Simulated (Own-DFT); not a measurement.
# Computed records: Hf₃₆O₇₁ (tetragonal hafnia with one neutral oxygen vacancy, atoms displaced)

Computed with Own-DFT development build. A calculation, not a measurement: plane-wave PBE and HSE06 DFT by an unreviewed code, no spin, of a simulated cell at Gamma alone, so results move with cell size and shape, stress positive in tension, energies less offsets, not probed for a lower state with spin; hafnium file: forces about 75 meV/angstrom off all-electron values; oxygen file: force components 24 meV/angstrom off all-electron in a glass; k mesh not checked against a denser one; forces and stress are PBE's, HSE06 gives the energy alone, and its difference from PBE has offsets of its own; offsets are fitted by least squares, one for each functional and potential file, so energies compare only between cells with the same atoms and settings and are not formation energies; the far tail of each file's local potential was reset to the Coulomb form; each entry is a single point on an unrelaxed cell, so the pressure reflects the starting lattice, taken from the Materials Project, from which strain is counted, and rises with the displacements; printed positions are rounded, which can move forces by about a meV/angstrom; the program is a retired in-house code; no spin-orbit coupling.

Settings shared by all entries: first functional PBE; second functional HSE06; exact exchange share 0.25; screening 0.11 1/bohr; exchange divergence Gygi-Baldereschi; potential files PseudoDojo norm-conserving, scalar-relativistic, made for PBE, standard set; wave cutoff 48 hartree; occupations fixed; k mesh 1 x 1 x 1 centred on Gamma.

(1) Hf₃₆O₇₁ (tetragonal hafnia with one neutral oxygen vacancy, atoms displaced)

```cif
# cell vector a (Å): 10.7800 0.0000 0.0000
# cell vector b (Å): 0.0000 10.7800 0.0000
# cell vector c (Å): 0.0000 0.0000 10.4493
data_Hf36O71
_symmetry_space_group_name_H-M 'P 1'
_symmetry_Int_Tables_number 1
_cell_length_a 10.7800
_cell_length_b 10.7800
_cell_length_c 10.4493
_cell_angle_alpha 90.000
_cell_angle_beta 90.000
_cell_angle_gamma 90.000
_cell_volume 1214.30
loop_
_atom_site_label
_atom_site_type_symbol
_atom_site_fract_x
_atom_site_fract_y
_atom_site_fract_z
_atom_site_occupancy
Hf1 Hf 0.99912 0.00259 0.99607 1
Hf2 Hf 0.16641 0.16635 0.25586 1
O1 O 0.00088 0.16778 0.15460 1
O2 O 0.16929 0.00282 0.34720 1
O3 O 0.00481 0.16224 0.39581 1
O4 O 0.16686 0.00509 0.09912 1
Hf3 Hf 0.99942 0.99386 0.50183 1
Hf4 Hf 0.16518 0.16662 0.75049 1
O5 O 0.99975 0.15633 0.64546 1
O6 O 0.16404 0.99929 0.84715 1
O7 O 0.99448 0.16762 0.91005 1
O8 O 0.16671 0.99506 0.59807 1
Hf5 Hf 0.00305 0.33887 0.99422 1
Hf6 Hf 0.16267 0.50768 0.25418 1
O9 O 0.99979 0.49604 0.15051 1
O10 O 0.16722 0.33838 0.34843 1
O11 O 0.00438 0.50234 0.39397 1
O12 O 0.16853 0.33351 0.09393 1
Hf7 Hf 0.99530 0.33516 0.50222 1
Hf8 Hf 0.16908 0.49677 0.74389 1
O13 O 0.99573 0.50242 0.65031 1
O14 O 0.16584 0.33334 0.84307 1
O15 O 0.00096 0.50482 0.89587 1
O16 O 0.16675 0.32808 0.59786 1
Hf9 Hf 0.99549 0.66850 0.00284 1
Hf10 Hf 0.16813 0.82877 0.25607 1
O17 O 0.00142 0.83161 0.15236 1
O18 O 0.17374 0.66233 0.35456 1
O19 O 0.99783 0.83504 0.40122 1
O20 O 0.16272 0.67058 0.09844 1
Hf11 Hf 0.00538 0.65886 0.49927 1
Hf12 Hf 0.16451 0.83302 0.75230 1
O21 O 0.99542 0.83454 0.65006 1
O22 O 0.16705 0.67479 0.83768 1
O23 O 0.00275 0.83471 0.89592 1
O24 O 0.17030 0.66995 0.60789 1
Hf13 Hf 0.33289 0.99688 0.00208 1
Hf14 Hf 0.50276 0.15738 0.24471 1
O25 O 0.32923 0.16256 0.15119 1
O26 O 0.49536 0.99352 0.34545 1
O27 O 0.32177 0.16532 0.40312 1
Hf15 Hf 0.34812 0.99721 0.50008 1
Hf16 Hf 0.49936 0.15865 0.74695 1
O28 O 0.33009 0.16769 0.65253 1
O29 O 0.49938 0.00246 0.84405 1
O30 O 0.33512 0.16447 0.90754 1
O31 O 0.50339 0.00672 0.60190 1
Hf17 Hf 0.33622 0.33263 0.00520 1
Hf18 Hf 0.49847 0.49872 0.25480 1
O32 O 0.33353 0.50136 0.15387 1
O33 O 0.49650 0.33050 0.35259 1
O34 O 0.34361 0.51028 0.40943 1
O35 O 0.49755 0.33421 0.09418 1
Hf19 Hf 0.32732 0.34013 0.49909 1
Hf20 Hf 0.50981 0.50427 0.76034 1
O36 O 0.33233 0.50251 0.65726 1
O37 O 0.49545 0.33673 0.84692 1
O38 O 0.33850 0.50241 0.89743 1
O39 O 0.50336 0.33484 0.60585 1
Hf21 Hf 0.33027 0.67558 0.00510 1
Hf22 Hf 0.50026 0.83209 0.25314 1
O40 O 0.33763 0.83669 0.15525 1
O41 O 0.50628 0.66696 0.35340 1
O42 O 0.33105 0.83521 0.40919 1
O43 O 0.49350 0.66518 0.09871 1
Hf23 Hf 0.32991 0.67607 0.49661 1
Hf24 Hf 0.49496 0.83063 0.74965 1
O44 O 0.33398 0.83924 0.64518 1
O45 O 0.49529 0.66297 0.85312 1
O46 O 0.33063 0.84036 0.90528 1
O47 O 0.49809 0.66021 0.58716 1
Hf25 Hf 0.66312 0.00462 0.99150 1
Hf26 Hf 0.83603 0.17209 0.24681 1
O48 O 0.66824 0.16584 0.16327 1
O49 O 0.82839 0.00466 0.35602 1
O50 O 0.67212 0.15759 0.40690 1
O51 O 0.83061 0.00685 0.09628 1
Hf27 Hf 0.66225 0.00071 0.49937 1
Hf28 Hf 0.83716 0.16454 0.74558 1
O52 O 0.67596 0.16208 0.64753 1
O53 O 0.82865 0.99615 0.84826 1
O54 O 0.66515 0.17156 0.90471 1
O55 O 0.83665 0.99198 0.59411 1
Hf29 Hf 0.65410 0.33622 0.00015 1
Hf30 Hf 0.83324 0.50019 0.24706 1
O56 O 0.67752 0.50344 0.14814 1
O57 O 0.83634 0.34241 0.34472 1
O58 O 0.66782 0.49468 0.40631 1
O59 O 0.83388 0.33465 0.09718 1
Hf31 Hf 0.66819 0.33176 0.50467 1
Hf32 Hf 0.83686 0.49497 0.74538 1
O60 O 0.67115 0.50481 0.64595 1
O61 O 0.84263 0.33890 0.84784 1
O62 O 0.67197 0.50443 0.90023 1
O63 O 0.83840 0.32775 0.59995 1
Hf33 Hf 0.66408 0.66438 0.00790 1
Hf34 Hf 0.83322 0.83288 0.25089 1
O64 O 0.66288 0.83563 0.14978 1
O65 O 0.82845 0.67037 0.33948 1
O66 O 0.66298 0.83574 0.40162 1
O67 O 0.82963 0.66620 0.09294 1
Hf35 Hf 0.66388 0.66198 0.50366 1
Hf36 Hf 0.82724 0.83605 0.75252 1
O68 O 0.66429 0.83622 0.65577 1
O69 O 0.83537 0.66993 0.85364 1
O70 O 0.66649 0.83136 0.90146 1
O71 O 0.82888 0.66266 0.59818 1
```

```
PBE energy of cell above offsets : -97.439 eV
HSE06 less PBE above offsets     : 0.075 eV
PBE pressure                     : 1.73 GPa
PBE stress xx                    : -1.21 GPa
PBE stress yy                    : -1.66 GPa
PBE stress zz                    : -2.31 GPa
PBE stress yz                    : 0.62 GPa
PBE stress xz                    : 0.48 GPa
PBE stress xy                    : -0.15 GPa
```

Force:
```csv
element,x (eV/Å),y (eV/Å),z (eV/Å)
Hf,0.39,-0.587,1.194
Hf,-0.414,-0.181,-0.412
O,0.005,0.092,-0.303
O,-0.048,-2.085,-0.372
O,-0.473,1.501,1.166
O,-0.253,-0.751,-0.511
Hf,0.655,0.805,-0.105
Hf,0.454,-0.978,-0.502
O,-0.01,0.933,0.949
O,-0.019,0.932,0.326
O,0.151,0.086,-1.448
O,0.781,0.181,-0.39
Hf,-0.516,-0.033,0.948
Hf,0.343,-2.567,-1.677
O,0.385,0.689,-0.155
O,0.448,0.818,0.141
O,-0.104,-0.049,0.926
O,-0.082,0.217,0.018
Hf,1.443,-1.441,-1.742
Hf,0.594,1.187,1.341
O,1.45,-0.337,-1.453
O,-0.307,-0.225,0.289
O,0.44,0.06,0.564
O,-1.195,0.727,-0.035
Hf,-0.475,0.461,-1.761
Hf,-1.013,2.476,-0.63
O,-0.202,-0.099,0.243
O,-0.431,1.433,0.287
O,0.625,-1.936,-0.506
O,0.746,-0.103,0.637
Hf,-1.281,2.128,1.578
Hf,-1.292,1.372,-1.596
O,0.489,-0.509,0.287
O,0.462,-2.255,1.862
O,-0.155,0.048,1.078
O,-0.919,-0.327,-1.985
Hf,-0.445,2.204,1.03
Hf,-1.406,0.913,0.806
O,1.792,0.143,0.381
O,-0.139,1.388,0.354
O,0.987,0.386,0.602
Hf,-3.801,1.843,0.31
Hf,-0.361,2.676,-0.347
O,0.762,-0.223,0.428
O,0.308,-1.434,0.756
O,0.077,0.152,-0.521
O,-0.229,0.004,0.253
Hf,-1.695,0.382,-1.614
Hf,0.07,0.203,0.482
O,-0.225,-0.014,0.659
O,0.206,-0.102,-0.896
O,-0.315,-1.346,-0.89
O,0.602,0.127,1.763
Hf,1.603,-0.837,0.122
Hf,-1.631,-1.315,-1.679
O,0.495,-0.614,-0.54
O,0.86,-0.839,0.619
O,-0.831,0.107,1.547
O,0.013,-0.357,-1.034
Hf,-0.027,-1.811,-1.313
Hf,1.57,-1.245,-0.492
O,-0.809,-0.019,-0.057
O,-0.252,-0.099,-1.348
O,0.028,0.108,-2.001
O,0.752,-0.101,0.562
Hf,0.586,-1.632,2.266
Hf,0.864,-0.374,0.288
O,0.992,-0.328,1.025
O,0.205,2.107,-0.332
O,0.538,-1.337,-0.712
O,-0.227,0.696,1.919
Hf,0.661,-1.27,1.328
Hf,1.255,-1.002,0.687
O,-1.067,0.136,-1.443
O,0.528,-0.96,-1.612
O,-0.935,2.521,-0.517
O,-0.037,-0.326,-0.351
Hf,3.119,-1.121,0.039
Hf,0.318,-0.066,0.69
O,-1.019,0.22,0.992
O,0.003,1.534,-0.039
O,-0.059,0.054,-0.383
O,-1.47,0.358,0.92
Hf,2.623,0.327,-0.544
Hf,0.498,0.277,-0.172
O,-2.957,-0.245,0.132
O,0.139,-1.488,1.126
O,-0.136,0.353,-0.704
O,-0.636,-0.256,-0.466
Hf,-1.359,-0.449,-0.338
Hf,-0.721,2.181,1.45
O,-0.28,-0.758,0.904
O,-0.382,-1.392,-0.682
O,-0.901,-0.934,-0.05
O,-0.801,0.312,0.163
Hf,0.223,0.99,-1.163
Hf,-0.28,1.87,0.195
O,-0.154,0.079,0.233
O,0.275,-0.909,0.692
O,-0.061,-0.429,0.275
O,0.826,0.444,0.911
Hf,0.633,0.505,-0.952
Hf,1.16,-1.382,-0.566
O,-1.253,-0.329,-0.202
O,-0.046,-0.569,-0.874
O,-0.633,0.372,0.415
O,1.329,0.255,-0.751
```

(2) Hf₃₆O₇₁ (tetragonal hafnia with one neutral oxygen vacancy, atoms displaced)

```cif
# cell vector a (Å): 10.7800 0.0000 0.0000
# cell vector b (Å): 0.0000 10.7800 0.0000
# cell vector c (Å): 0.0000 0.0000 10.4493
data_Hf36O71
_symmetry_space_group_name_H-M 'P 1'
_symmetry_Int_Tables_number 1
_cell_length_a 10.7800
_cell_length_b 10.7800
_cell_length_c 10.4493
_cell_angle_alpha 90.000
_cell_angle_beta 90.000
_cell_angle_gamma 90.000
_cell_volume 1214.30
loop_
_atom_site_label
_atom_site_type_symbol
_atom_site_fract_x
_atom_site_fract_y
_atom_site_fract_z
_atom_site_occupancy
Hf1 Hf 0.00270 0.00273 0.99991 1
Hf2 Hf 0.16674 0.16401 0.25488 1
O1 O 0.99790 0.16825 0.14920 1
O2 O 0.16486 0.99821 0.34688 1
O3 O 0.00182 0.16639 0.40192 1
O4 O 0.16359 0.00314 0.09615 1
Hf3 Hf 0.99968 0.00071 0.50086 1
Hf4 Hf 0.16923 0.16673 0.74767 1
O5 O 0.99861 0.16465 0.64905 1
O6 O 0.16651 0.99773 0.84597 1
O7 O 0.99904 0.16610 0.90094 1
O8 O 0.16869 0.99953 0.60234 1
Hf5 Hf 0.99242 0.33199 0.99750 1
Hf6 Hf 0.16597 0.49827 0.25150 1
O9 O 0.00081 0.50020 0.15123 1
O10 O 0.16901 0.33006 0.34763 1
O11 O 0.00490 0.49974 0.40537 1
O12 O 0.16585 0.33786 0.09652 1
Hf7 Hf 0.99906 0.33083 0.50377 1
Hf8 Hf 0.16474 0.49922 0.74884 1
O13 O 0.00314 0.49964 0.65267 1
O14 O 0.16609 0.33246 0.84247 1
O15 O 0.99445 0.50208 0.89530 1
Hf9 Hf 0.00000 0.67209 0.00127 1
Hf10 Hf 0.16278 0.83427 0.24953 1
O16 O 0.00024 0.82926 0.15607 1
O17 O 0.16150 0.66398 0.34421 1
O18 O 0.99596 0.83660 0.40277 1
O19 O 0.16737 0.66823 0.10247 1
Hf11 Hf 0.00080 0.66408 0.50277 1
Hf12 Hf 0.16514 0.83582 0.74401 1
O20 O 0.00029 0.83555 0.64792 1
O21 O 0.16837 0.67189 0.84733 1
O22 O 0.00335 0.83643 0.89929 1
O23 O 0.16655 0.66444 0.60052 1
Hf13 Hf 0.32968 0.00153 0.99791 1
Hf14 Hf 0.50131 0.16637 0.24582 1
O24 O 0.33232 0.16864 0.14961 1
O25 O 0.49808 0.99599 0.34699 1
O26 O 0.33613 0.16402 0.40400 1
O27 O 0.49893 0.00761 0.09968 1
Hf15 Hf 0.32858 0.99827 0.49912 1
Hf16 Hf 0.49776 0.16717 0.75138 1
O28 O 0.32946 0.16988 0.65342 1
O29 O 0.50376 0.99349 0.84646 1
O30 O 0.33225 0.16424 0.90146 1
O31 O 0.49682 0.99911 0.59454 1
Hf17 Hf 0.33613 0.33652 0.00499 1
Hf18 Hf 0.50166 0.49928 0.24983 1
O32 O 0.33421 0.50131 0.15280 1
O33 O 0.49600 0.33524 0.34631 1
O34 O 0.33097 0.49763 0.39698 1
O35 O 0.50119 0.33345 0.09528 1
Hf19 Hf 0.33268 0.33821 0.50076 1
Hf20 Hf 0.49864 0.49563 0.75142 1
O36 O 0.32996 0.49867 0.65448 1
O37 O 0.50113 0.33473 0.84805 1
O38 O 0.33028 0.49929 0.89971 1
O39 O 0.49729 0.33610 0.59786 1
Hf21 Hf 0.32859 0.66685 0.99515 1
Hf22 Hf 0.49947 0.82857 0.25283 1
O40 O 0.33339 0.83245 0.15218 1
O41 O 0.49778 0.66437 0.34872 1
O42 O 0.33634 0.83246 0.40513 1
O43 O 0.49818 0.66901 0.10243 1
Hf23 Hf 0.33280 0.66701 0.50702 1
Hf24 Hf 0.49690 0.83109 0.75190 1
O44 O 0.32901 0.83579 0.64675 1
O45 O 0.50189 0.66948 0.84248 1
O46 O 0.33924 0.83207 0.90440 1
O47 O 0.49771 0.66581 0.60020 1
Hf25 Hf 0.66510 0.00458 0.00120 1
Hf26 Hf 0.83241 0.16702 0.25154 1
O48 O 0.66321 0.16266 0.15028 1
O49 O 0.83124 0.00165 0.35431 1
O50 O 0.66550 0.16429 0.40158 1
O51 O 0.83195 0.00052 0.09434 1
Hf27 Hf 0.66475 0.00378 0.49707 1
Hf28 Hf 0.83510 0.16336 0.75150 1
O52 O 0.66688 0.17102 0.65137 1
O53 O 0.83604 0.99771 0.84533 1
O54 O 0.66539 0.16843 0.89872 1
O55 O 0.83551 0.00273 0.59803 1
Hf29 Hf 0.66897 0.33160 0.00263 1
Hf30 Hf 0.83801 0.49678 0.24902 1
O56 O 0.66845 0.49652 0.15208 1
O57 O 0.83398 0.33424 0.34832 1
O58 O 0.66609 0.49813 0.39848 1
O59 O 0.82952 0.33655 0.09443 1
Hf31 Hf 0.66451 0.33371 0.50172 1
Hf32 Hf 0.83696 0.49926 0.74968 1
O60 O 0.67172 0.50155 0.64614 1
O61 O 0.83343 0.32792 0.84492 1
O62 O 0.66845 0.49848 0.90124 1
O63 O 0.83354 0.33572 0.59652 1
Hf33 Hf 0.66575 0.66345 0.00228 1
Hf34 Hf 0.83381 0.83891 0.24632 1
O64 O 0.66268 0.83401 0.15067 1
O65 O 0.83521 0.66684 0.34886 1
O66 O 0.66061 0.83037 0.39943 1
O67 O 0.83582 0.66840 0.09359 1
Hf35 Hf 0.66761 0.66648 0.49936 1
Hf36 Hf 0.83080 0.83401 0.74615 1
O68 O 0.66307 0.82973 0.65344 1
O69 O 0.83558 0.66279 0.84973 1
O70 O 0.66558 0.83593 0.90506 1
O71 O 0.82969 0.66522 0.59882 1
```

```
PBE energy of cell above offsets : -101.209 eV
HSE06 less PBE above offsets     : -0.153 eV
PBE pressure                     : 0.48 GPa
PBE stress xx                    : -0.65 GPa
PBE stress yy                    : 0.12 GPa
PBE stress zz                    : -0.89 GPa
PBE stress yz                    : 0.28 GPa
PBE stress xz                    : 0.24 GPa
PBE stress xy                    : 0.02 GPa
```

Force:
```csv
element,x (eV/Å),y (eV/Å),z (eV/Å)
Hf,-0.646,-0.221,-0.803
Hf,0.279,0.729,-0.755
O,-0.146,0.091,0.539
O,0.119,0.158,0.391
O,-0.167,0.057,-0.238
O,0.377,-0.195,0.42
Hf,0.031,-0.244,0.239
Hf,-0.621,-0.006,0.316
O,0.597,0.622,0.198
O,0.199,0.354,0.394
O,-0.02,-0.012,0.06
O,-0.802,0.182,-0.554
Hf,1.546,0.65,-0.276
Hf,0.544,-0.071,-0.307
O,-0.343,-0.171,-0.057
O,-0.174,0.028,0.423
O,-0.347,-0.662,-0.072
O,-0.296,-0.191,-0.434
Hf,0.706,0.235,-0.127
Hf,0.144,0.243,0.818
O,-0.488,-0.263,-0.64
O,-0.153,-0.005,-0.331
O,0.477,-0.479,1.039
Hf,0.229,-0.531,-0.814
Hf,1.328,-1.266,0.189
O,-0.346,0.448,-0.819
O,0.005,0.996,0.664
O,0.269,-0.442,0.023
O,-0.232,-0.075,-0.865
Hf,-0.414,0.571,-0.807
Hf,-0.249,-0.209,0.63
O,-0.3,-0.261,0.181
O,0.084,-0.552,0.121
O,-0.286,-0.229,0.613
O,-0.213,0.173,-0.199
Hf,0.865,-0.565,0.566
Hf,-1.245,-0.831,0.909
O,-0.27,0.1,0.446
O,0.343,0.941,-0.256
O,-0.39,0.539,-0.028
O,-0.322,-0.042,-0.702
Hf,1.2,-0.064,-0.185
Hf,0.322,-0.702,-0.149
O,0.728,0.414,-0.152
O,-0.29,1.753,0.022
O,0.313,0.664,-0.097
O,0.233,0.487,0.225
Hf,-1.098,-0.314,-0.326
Hf,-0.217,0.62,0.149
O,-0.032,-0.425,-0.375
O,0.387,-0.688,0.032
O,-0.114,0.663,1.053
O,0.24,-0.1,0.404
Hf,-0.758,-0.688,-0.581
Hf,0.806,1.011,-0.582
O,0.348,-0.437,-0.569
O,-0.314,-0.56,0.059
O,0.392,0.058,0.203
O,0.323,0.027,0.212
Hf,0.335,0.134,1.106
Hf,-0.259,0.148,-0.272
O,-0.662,0.467,0.234
O,0.023,-0.389,0.298
O,-0.559,-0.427,-0.168
O,0.253,-0.505,-0.973
Hf,0.41,-0.046,-1.239
Hf,0.235,0.337,-0.656
O,0.5,-0.446,0.635
O,-0.042,-1.583,0.875
O,-0.239,0.517,-0.408
O,0.002,-0.216,-0.37
Hf,-0.835,-1.152,-0.455
Hf,0.102,-0.226,0.094
O,1.461,0.577,0.066
O,0.012,0.135,-1.048
O,-0.019,0.986,-0.375
O,0.608,-0.107,0.74
Hf,-0.502,-1.206,0.429
Hf,-0.389,-0.251,-0.587
O,-0.342,-0.252,0.04
O,-0.191,0.329,0.114
O,-0.022,-0.27,0.345
O,-0.856,-0.28,-0.002
Hf,-0.979,0.602,-1.188
Hf,-0.655,1.18,0.452
O,0.153,0.332,-0.182
O,0.055,-0.642,-0.383
O,-0.022,0.098,0.358
O,0.785,-0.372,0.827
Hf,0.203,0.489,-0.041
Hf,-0.57,0.174,0.172
O,-1.138,-0.405,0.71
O,0.208,0.684,0.473
O,-0.223,-0.232,0.126
O,0.084,-0.135,-0.118
Hf,-0.14,0.942,-0.35
Hf,-0.951,-1.036,0.782
O,0.898,0.111,0.337
O,-0.028,-0.053,-0.572
O,0.539,0.617,0.458
O,-0.606,0.045,0.569
Hf,-0.508,-0.32,-0.18
Hf,-0.239,-0.639,0.648
O,0.565,0.259,-0.177
O,-0.204,1.139,-0.615
O,0.421,-0.629,0.033
O,1.186,0.202,0.008
```

(3) Hf₃₆O₇₁ (tetragonal hafnia with one neutral oxygen vacancy, atoms displaced)

```cif
# cell vector a (Å): 10.7800 0.0000 0.0000
# cell vector b (Å): 0.0000 10.7800 0.0000
# cell vector c (Å): 0.0000 0.0000 10.4493
data_Hf36O71
_symmetry_space_group_name_H-M 'P 1'
_symmetry_Int_Tables_number 1
_cell_length_a 10.7800
_cell_length_b 10.7800
_cell_length_c 10.4493
_cell_angle_alpha 90.000
_cell_angle_beta 90.000
_cell_angle_gamma 90.000
_cell_volume 1214.30
loop_
_atom_site_label
_atom_site_type_symbol
_atom_site_fract_x
_atom_site_fract_y
_atom_site_fract_z
_atom_site_occupancy
Hf1 Hf 0.00212 0.00318 0.99914 1
Hf2 Hf 0.16534 0.16580 0.24971 1
O1 O 0.00229 0.16835 0.15579 1
O2 O 0.16438 0.00083 0.35058 1
O3 O 0.00283 0.16517 0.40001 1
O4 O 0.16463 0.99906 0.10022 1
Hf3 Hf 0.00532 0.99891 0.50321 1
Hf4 Hf 0.16471 0.16857 0.74839 1
O5 O 0.99946 0.16843 0.64954 1
O6 O 0.16693 0.99530 0.84407 1
O7 O 0.99911 0.16873 0.90423 1
O8 O 0.16586 0.99872 0.60050 1
Hf5 Hf 0.00437 0.33614 0.00128 1
Hf6 Hf 0.16930 0.49392 0.24909 1
O9 O 0.00158 0.50512 0.15508 1
O10 O 0.17400 0.32904 0.34978 1
O11 O 0.99896 0.50004 0.40563 1
O12 O 0.16937 0.33144 0.10023 1
Hf7 Hf 0.99840 0.33589 0.49475 1
Hf8 Hf 0.16946 0.50335 0.75175 1
O13 O 0.00250 0.50077 0.64858 1
O14 O 0.16073 0.33224 0.84685 1
O15 O 0.00040 0.50146 0.90272 1
O16 O 0.16852 0.33449 0.59748 1
Hf9 Hf 0.00000 0.66936 0.99737 1
Hf10 Hf 0.16919 0.82994 0.24974 1
O17 O 0.99892 0.83510 0.15042 1
O18 O 0.16319 0.66652 0.34838 1
O19 O 0.00115 0.83612 0.40026 1
O20 O 0.16824 0.66613 0.09370 1
Hf11 Hf 0.00261 0.67109 0.49852 1
Hf12 Hf 0.16414 0.83180 0.75067 1
O21 O 0.00160 0.83340 0.65008 1
O22 O 0.16258 0.66757 0.84937 1
O23 O 0.00290 0.82878 0.90221 1
O24 O 0.17098 0.66432 0.59366 1
Hf13 Hf 0.32970 0.99795 0.99810 1
Hf14 Hf 0.50451 0.16595 0.24677 1
O25 O 0.33573 0.16875 0.14921 1
O26 O 0.49649 0.99783 0.34420 1
O27 O 0.33666 0.16871 0.40125 1
O28 O 0.49927 0.00272 0.10072 1
Hf15 Hf 0.33601 0.99594 0.49924 1
Hf16 Hf 0.49749 0.16493 0.75069 1
O29 O 0.32796 0.16793 0.65236 1
O30 O 0.50044 0.99965 0.85096 1
O31 O 0.33699 0.16788 0.89823 1
O32 O 0.50009 0.00075 0.59704 1
Hf17 Hf 0.33170 0.33484 0.99839 1
Hf18 Hf 0.50100 0.49889 0.24939 1
O33 O 0.33917 0.49923 0.16103 1
O34 O 0.49965 0.33391 0.34633 1
O35 O 0.33137 0.50253 0.40049 1
O36 O 0.50021 0.33222 0.09652 1
Hf19 Hf 0.32920 0.33157 0.49962 1
Hf20 Hf 0.50481 0.49862 0.75134 1
O37 O 0.33040 0.49591 0.65468 1
O38 O 0.50153 0.33356 0.84374 1
O39 O 0.33687 0.50006 0.90440 1
O40 O 0.50255 0.33256 0.59854 1
Hf21 Hf 0.33398 0.66122 0.99866 1
Hf22 Hf 0.50268 0.83624 0.25009 1
O41 O 0.33905 0.83303 0.15061 1
O42 O 0.50022 0.66400 0.34528 1
O43 O 0.33467 0.83455 0.40408 1
O44 O 0.49660 0.66661 0.09923 1
Hf23 Hf 0.33181 0.67046 0.50094 1
Hf24 Hf 0.50186 0.83920 0.74947 1
O45 O 0.33394 0.82999 0.64996 1
O46 O 0.50077 0.66494 0.84783 1
O47 O 0.34058 0.83618 0.90210 1
O48 O 0.49654 0.66065 0.59332 1
Hf25 Hf 0.66962 0.00376 0.99831 1
Hf26 Hf 0.83263 0.17178 0.25651 1
O49 O 0.66801 0.16830 0.14872 1
O50 O 0.83418 0.99951 0.34341 1
O51 O 0.66565 0.16827 0.39883 1
O52 O 0.83058 0.00179 0.10077 1
Hf27 Hf 0.66365 0.99734 0.50153 1
Hf28 Hf 0.83686 0.16773 0.74944 1
O53 O 0.66881 0.16827 0.65023 1
O54 O 0.83354 0.00097 0.84660 1
O55 O 0.67146 0.16449 0.90485 1
O56 O 0.83242 0.99867 0.59414 1
Hf29 Hf 0.66745 0.33035 0.00219 1
Hf30 Hf 0.83547 0.49522 0.25190 1
O57 O 0.66712 0.50164 0.15184 1
O58 O 0.82884 0.33160 0.34861 1
O59 O 0.83870 0.33212 0.09872 1
Hf31 Hf 0.66593 0.33289 0.49850 1
Hf32 Hf 0.83250 0.49979 0.75186 1
O60 O 0.66419 0.49927 0.65331 1
O61 O 0.83028 0.33336 0.85380 1
O62 O 0.66488 0.49933 0.90348 1
O63 O 0.83069 0.32797 0.59552 1
Hf33 Hf 0.66531 0.66341 0.00050 1
Hf34 Hf 0.83151 0.83167 0.25227 1
O64 O 0.66630 0.83288 0.15540 1
O65 O 0.83411 0.66490 0.34269 1
O66 O 0.66372 0.83816 0.40662 1
O67 O 0.83578 0.66776 0.10117 1
Hf35 Hf 0.66434 0.66905 0.49884 1
Hf36 Hf 0.83622 0.83278 0.74840 1
O68 O 0.67135 0.83420 0.64747 1
O69 O 0.83709 0.66856 0.85012 1
O70 O 0.66724 0.83481 0.90197 1
O71 O 0.83392 0.66876 0.59139 1
```

```
PBE energy of cell above offsets : -100.889 eV
HSE06 less PBE above offsets     : -0.130 eV
PBE pressure                     : 0.8 GPa
PBE stress xx                    : 0.17 GPa
PBE stress yy                    : -1.15 GPa
PBE stress zz                    : -1.43 GPa
PBE stress yz                    : -0.2 GPa
PBE stress xz                    : 0.28 GPa
PBE stress xy                    : -0.01 GPa
```

Force:
```csv
element,x (eV/Å),y (eV/Å),z (eV/Å)
Hf,-1.118,-0.821,0.867
Hf,0.923,-0.636,0.215
O,-0.393,-0.005,-0.447
O,0.464,-0.482,-0.233
O,-0.312,0.654,0.35
O,0.472,0.116,-0.509
Hf,-0.874,0.376,-0.983
Hf,0.144,-0.153,-0.205
O,0.287,-0.194,0.313
O,-0.137,0.972,0.701
O,0.197,-0.198,-0.201
O,0.672,-0.09,-0.092
Hf,-0.612,-0.011,-0.1
Hf,0.341,0.865,0.741
O,0.421,-0.738,-0.048
O,-0.713,0.677,-0.225
O,0.041,-0.157,-0.764
O,-0.198,0.607,-0.12
Hf,0.394,-0.51,1.398
Hf,-0.647,-0.659,-0.878
O,-0.547,-0.048,0.859
O,0.465,0.504,0.386
O,-0.111,-0.352,-0.008
O,-1.164,-0.295,-0.047
Hf,-0.464,-0.442,1.254
Hf,-0.518,0.491,-0.433
O,0.479,-0.124,0.324
O,0.039,-0.102,-0.47
O,-0.027,-0.397,0.329
O,0.279,0.031,0.392
Hf,-0.184,-0.577,-0.218
Hf,0.659,0.007,-0.275
O,0.018,-0.221,0.054
O,0.665,-0.112,-0.397
O,-0.095,1.696,-0.575
O,-1.123,0.292,0.912
Hf,0.98,0.452,0.857
Hf,-0.933,0.075,0.096
O,-0.597,-0.075,0.215
O,0.112,0.734,0.898
O,0.029,-1.042,0.394
O,0.283,-0.025,-0.695
Hf,-0.862,1.315,-0.349
Hf,0.233,0.787,-0.528
O,0.878,-0.227,0.013
O,0.063,0.389,-0.588
O,-0.417,-0.076,0.281
O,-0.357,-0.152,0.615
Hf,0.996,-1.229,0.479
Hf,0.565,0.151,0.837
O,-1.703,-0.134,-1.612
O,0.633,0.185,-0.007
O,-0.262,-0.293,0.622
O,-0.086,0.133,-0.428
Hf,1.065,0.665,-0.071
Hf,-0.986,0.161,-0.688
O,0.697,0.152,0.39
O,0.093,-0.54,0.589
O,-0.593,-0.453,-0.169
O,-0.578,-0.154,-0.377
Hf,0.603,1.684,0.524
Hf,-0.152,-0.792,-0.608
O,-1.198,0.21,0.344
O,0.754,0.56,0.304
O,-0.249,-0.322,-0.529
O,0.684,-0.26,-0.638
Hf,0.751,-1.216,-0.681
Hf,0.063,-1.092,0.57
O,0.071,0.392,0.436
O,0.106,0.607,-0.354
O,-0.452,-0.978,-0.207
O,0.824,0.382,0.375
Hf,-0.253,-0.963,0.903
Hf,0.142,-2.225,-1.242
O,0.264,0.374,0.273
O,-0.209,0.374,0.485
O,-0.05,-0.627,0.112
O,0.822,0.019,-0.966
Hf,1.326,1.317,-0.208
Hf,-0.957,0.156,-0.229
O,-0.424,-0.452,0.724
O,0.467,-0.386,-0.158
O,-0.406,0.708,-0.656
O,0.527,0.027,0.218
Hf,0.343,0.022,-0.01
Hf,-0.375,1.318,-0.634
O,0.442,-0.265,0.467
O,0.206,0.926,0.652
O,-0.506,0.258,0.271
Hf,-0.72,0.328,0.174
Hf,0.51,-0.105,-0.291
O,1.273,0.264,-0.313
O,0.232,0.311,-0.879
O,0.221,-0.039,-0.163
O,0.765,0.565,0.185
Hf,0.097,0.873,0.61
Hf,0.64,0.518,-0.953
O,0.007,-0.185,-0.159
O,-0.445,-0.121,0.798
O,0.03,-1.127,-0.688
O,-0.599,-0.098,-0.892
Hf,-0.098,-0.926,-0.296
Hf,-0.635,0.305,0.168
O,-0.965,-0.083,0.733
O,-0.352,-0.549,-0.652
O,-0.016,-0.385,-0.092
O,-0.091,-0.062,0.532
```
